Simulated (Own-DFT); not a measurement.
# Two functionals across a range of volumes: C40 NbSi2, 36 atoms (Nb12Si24)

Calculated, not measured: single-point runs of Own-DFT, a retired in-house plane-wave DFT program that no person has reviewed, on unrelaxed cells, without spin or spin-orbit coupling.

Known weak points: forces on such cells failed a check on a denser k mesh; stress not checked against mesh or cutoff.

Each geometry was run with PBE and with PBEsol, otherwise alike: PseudoDojo norm-conserving scalar-relativistic files made for PBE; cutoff 42 hartree; 4 x 4 x 5 k mesh centred on Gamma; cold (Marzari-Vanderbilt) smearing of 0.2 eV. Unstrained cell vectors in Å: (0.000, 8.324, 0.000); (-9.613, 0.000, 0.000); (0.000, 0.000, 6.586). Each has a uniform strain, of which the change of volume is shown, and random moves of rms u per axis.

| run | volume change (%) | u (Å) | P with PBE (GPa) | P with PBEsol (GPa) |
|---|---|---|---|---|
| 1 | 0.76 | 0.0501 | 2.32 | -1.31 |
| 2 | 0.69 | 0.0550 | 2.07 | -1.56 |
| 3 | 1.63 | 0.0511 | 0.03 | -3.54 |
| 4 | 1.49 | 0.0505 | -0.40 | -3.99 |
| 5 | -0.44 | 0.0527 | 3.92 | 0.24 |
| 6 | 0.12 | 0.0494 | 3.00 | -0.65 |
| 7 | -5.30 | 0.0458 | 14.23 | 10.33 |
| 8 | -0.47 | 0.0532 | 4.08 | 0.39 |
| 9 | 2.89 | 0.0537 | -1.88 | -5.41 |
| 10 | -2.21 | 0.0468 | 6.97 | 3.22 |
| 11 | 1.34 | 0.0498 | 0.40 | ? |

Q: by how much does PBEsol shrink this cell, and what belongs in the blank?

## Solution

Write v for the change of volume as a fraction. Fitted to v and u², the PBE pressure has a slope of -202 ± 10 GPa in v, with the ions held to the strained lattice. The difference PBEsol less PBE is -3.66 + 4.5 v GPa (slope ± 0.1) and averages -3.66 GPa. Divided by the mean slope of the two, 199 GPa, that makes PBEsol's volume at a given pressure, near 2 GPa, about 1.8 % smaller, or 0.61 % in lengths. At one volume PBEsol's slope is the smaller by 5 GPa, but its pressure there is lower too. If stiffness rises by about 4 GPa for each GPa, PBEsol at equal pressure is stiffer by about 10 GPa. Files made for PBEsol would give a different shift.

For run 11 the line gives -3.20 GPa. DFT gave -3.20 GPa.
